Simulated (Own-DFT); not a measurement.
# How strain changes the stress of 4H SiC, 72 atoms (C36Si36)

All numbers below are calculated, not measured. The program, named Own-DFT, is a retired in-house plane-wave density functional code that no person has reviewed. Each row is one single-point run on a periodic cell that was not relaxed, without spin or spin-orbit coupling.

Settings of every run: PBE; PseudoDojo norm-conserving scalar-relativistic files; cutoff 42 hartree; 4 x 4 x 3 k mesh centred on Gamma; Fermi-Dirac smearing of 0.1 eV.

Known limits: forces on such cells passed a denser k mesh, each cell not checked; stress not checked against mesh or cutoff.

Unstrained cell vectors in Å: (9.248, 0.000, 0.000); (-4.624, 8.009, 0.000); (0.000, 0.000, 10.068). The unstrained cell has measured lattice constants (interpolated for alloys), not those of this functional. That, the random moves and any unrelaxed bonds set the pressure at no strain. Each run strains this cell uniformly, with the atoms carried along. Every atom was also moved at random, by a Gaussian of width 0.05 Å on each axis. Strain is the symmetric tensor, in per cent. Stress is positive in tension, and the pressure is minus a third of its trace.

| run | e_xx (%) | e_yy (%) | e_zz (%) | e_yz (%) | e_xz (%) | e_xy (%) | s_xx (GPa) | s_yy (GPa) | s_zz (GPa) | s_yz (GPa) | s_xz (GPa) | s_xy (GPa) | P (GPa) | E (meV/atom) |
|---|---|---|---|---|---|---|---|---|---|---|---|---|---|---|
| 1 | -1.16 | -1.78 | 0.43 | -1.14 | -0.61 | 1.75 | -12.77 | -17.68 | -3.42 | -2.82 | -2.43 | 7.36 | 11.29 | 23.2 |
| 2 | -0.05 | 1.87 | -1.90 | -1.93 | 0.35 | 0.97 | -4.96 | 4.90 | -17.28 | -6.37 | 1.04 | 3.94 | 5.78 | 20.8 |
| 3 | -0.58 | 1.69 | -1.98 | -1.39 | 0.56 | 1.81 | -5.87 | 4.37 | -21.53 | -4.50 | 2.31 | 7.53 | 7.68 | 23.2 |
| 4 | -1.68 | -1.42 | -1.98 | 0.52 | -1.80 | 0.61 | -16.75 | -16.88 | -21.27 | 1.31 | -7.30 | 2.92 | 18.30 | 61.5 |
| 5 | -0.49 | -0.77 | 0.57 | -0.69 | -1.54 | 0.24 | -8.31 | -10.89 | -4.09 | -2.23 | -5.36 | 3.23 | 7.76 | 31.8 |
| 6 | -1.56 | 0.66 | 0.82 | 1.65 | -0.41 | 1.67 | -12.44 | -3.02 | -2.22 | 5.52 | -1.61 | 9.86 | 5.89 | 20.6 |
| 7 | 1.02 | 0.37 | -1.92 | 1.18 | 1.82 | 1.74 | 0.48 | -1.94 | -20.50 | 3.41 | 6.57 | 7.45 | 7.32 | 35.5 |
| 8 | 1.63 | 0.56 | 0.32 | 1.08 | -0.01 | 1.64 | 4.52 | 0.14 | -3.82 | 3.66 | -0.22 | 7.05 | -0.28 | 0.0 |
| 9 | 1.54 | 0.72 | -1.93 | -1.47 | 1.96 | 1.89 | 1.53 | -1.57 | -17.47 | -5.06 | 6.18 | 8.67 | 5.84 | 47.4 |
| 10 | -0.13 | -0.23 | 1.36 | -1.98 | 0.32 | -0.96 | -4.87 | -3.73 | -1.84 | -5.62 | 0.94 | -4.14 | 3.48 | 27.7 |
| 11 | 0.65 | 1.15 | -0.42 | 0.88 | 0.01 | 0.00 | -1.33 | 1.38 | -6.53 | 3.36 | 0.47 | 0.24 | 2.16 | 3.9 |
| 12 | -1.67 | 0.16 | -0.83 | 0.88 | -1.38 | -0.18 | -14.03 | -7.17 | -11.66 | 3.78 | -4.04 | -1.60 | 10.95 | 24.7 |
| 13 | 0.77 | 1.61 | 0.63 | -0.34 | 1.52 | -1.93 | -0.42 | 3.85 | -0.39 | -0.96 | 4.89 | -9.57 | -1.01 | 8.8 |
| 14 | -0.31 | 1.63 | -1.44 | -1.95 | -1.95 | 0.42 | -4.99 | 2.15 | -16.09 | -6.60 | -6.26 | 1.98 | 6.31 | 38.0 |
| 15 | -1.14 | 0.82 | 0.34 | -1.00 | -0.78 | -0.93 | -11.60 | -0.16 | -4.27 | -3.73 | -2.41 | -5.52 | 5.34 | 2.6 |
| 16 | -0.52 | -0.52 | 1.91 | 0.81 | -1.44 | 0.78 | -7.52 | -5.82 | 3.09 | 3.56 | -5.06 | 3.01 | 3.42 | 16.1 |
| 17 | 1.06 | -1.56 | -0.44 | 1.70 | 0.33 | -1.07 | ? | ? | ? | ? | ? | ? | ? | ? |

E is the free energy for each atom above the lowest run shown.

## Worked fit

Each stress component was fitted by least squares to a constant and the strains of the runs shown, as fractions, with shears doubled. Shear strains stay in the fit of a normal stress only where such slopes are resolved. The slopes, in GPa:

```
stress,at no strain,per e_xx,per e_yy,per e_zz,scatter
s_xx,-5.3,520 ± 23,97 ± 24,36 ± 18,0.90
s_yy,-5.2,101 ± 34,596 ± 35,77 ± 27,1.30
s_zz,-7.1,42 ± 47,51 ± 48,633 ± 37,1.81
```

Each shear stress against twice its own strain: yz 163 ± 5, xz 168 ± 7, xy 240 ± 15 GPa. These are stiffnesses along x, y and z of the frame in which the cell vectors are given, which need not be the crystal's axes. The atoms are held to the strained lattice; where symmetry lets them move under strain, relaxing them would lower some slopes. The table should be nearly symmetric about its diagonal, and what it lacks of that shows the noise. A ninth of its sum, 239 ± 5 GPa, estimates the bulk modulus near the mean pressure of these runs, 6.3 GPa, so it lies above the value at zero pressure.

## Withheld run

Question: what normal stresses and pressure should run 17 give?

The fit gives s_xx = -1.5, s_yy = -13.7, s_zz = -10.2 and P = 8.5 GPa. The calculation gave -3.53, -12.99, -7.07 and P = 7.86 GPa.
